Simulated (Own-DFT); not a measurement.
# Two functionals across a range of volumes: C11b WSi2, 30 atoms (Si20W10)

Source: density functional calculations with Own-DFT, an unreviewed in-house program that is no longer used. Nothing was measured or relaxed, and spin and spin-orbit coupling are left out.

Caveats: forces on such cells failed a check on a denser k mesh; stress not checked against mesh or cutoff.

Each geometry was run with PBE and with PBEsol, otherwise alike: PseudoDojo norm-conserving scalar-relativistic files made for PBE; cutoff 50 hartree; 5 x 5 x 5 k mesh centred on Gamma; cold (Marzari-Vanderbilt) smearing of 0.2 eV. Unstrained cell vectors in Å: (-2.148, -5.953, 3.409); (-6.444, 2.976, 1.136); (-2.553, -2.948, -6.757). Each has a uniform strain, of which the change of volume is shown, and random moves of rms u per axis.

| run | volume change (%) | u (Å) | P with PBE (GPa) | P with PBEsol (GPa) |
|---|---|---|---|---|
| 1 | -0.27 | 0.0522 | 7.46 | 3.35 |
| 2 | -2.33 | 0.0524 | 12.22 | 7.99 |
| 3 | -1.05 | 0.0429 | 8.65 | 4.51 |
| 4 | 2.82 | 0.0531 | 0.38 | -3.58 |
| 5 | 0.70 | 0.0525 | 4.10 | 0.04 |
| 6 | 1.63 | 0.0513 | 2.14 | -1.88 |
| 7 | -1.35 | 0.0499 | 10.95 | 6.80 |
| 8 | -0.73 | 0.0470 | 7.62 | 3.49 |
| 9 | 0.89 | 0.0535 | 6.30 | 2.26 |
| 10 | -0.74 | 0.0494 | 7.72 | 3.60 |
| 11 | 1.91 | 0.0516 | 2.12 | ? |

The question: by how much does PBEsol shrink this cell, and what belongs in the blank?

## Solution

Write v for the change of volume as a fraction. Fitted to v and u², the PBE pressure has a slope of -245 ± 22 GPa in v, with the ions held to the strained lattice. The difference PBEsol less PBE is -4.09 + 5.0 v GPa (slope ± 0.2) and averages -4.10 GPa. Divided by the mean slope of the two, 242 GPa, that makes PBEsol's volume at a given pressure, near 5 GPa, about 1.7 % smaller, or 0.56 % in lengths. At one volume PBEsol's slope is the smaller by 5 GPa, but its pressure there is lower too. If stiffness rises by about 4 GPa for each GPa, PBEsol at equal pressure is stiffer by about 11 GPa. Files made for PBEsol would give a different shift.

For run 11 the line gives -1.88 GPa. The run itself gave -1.88 GPa.
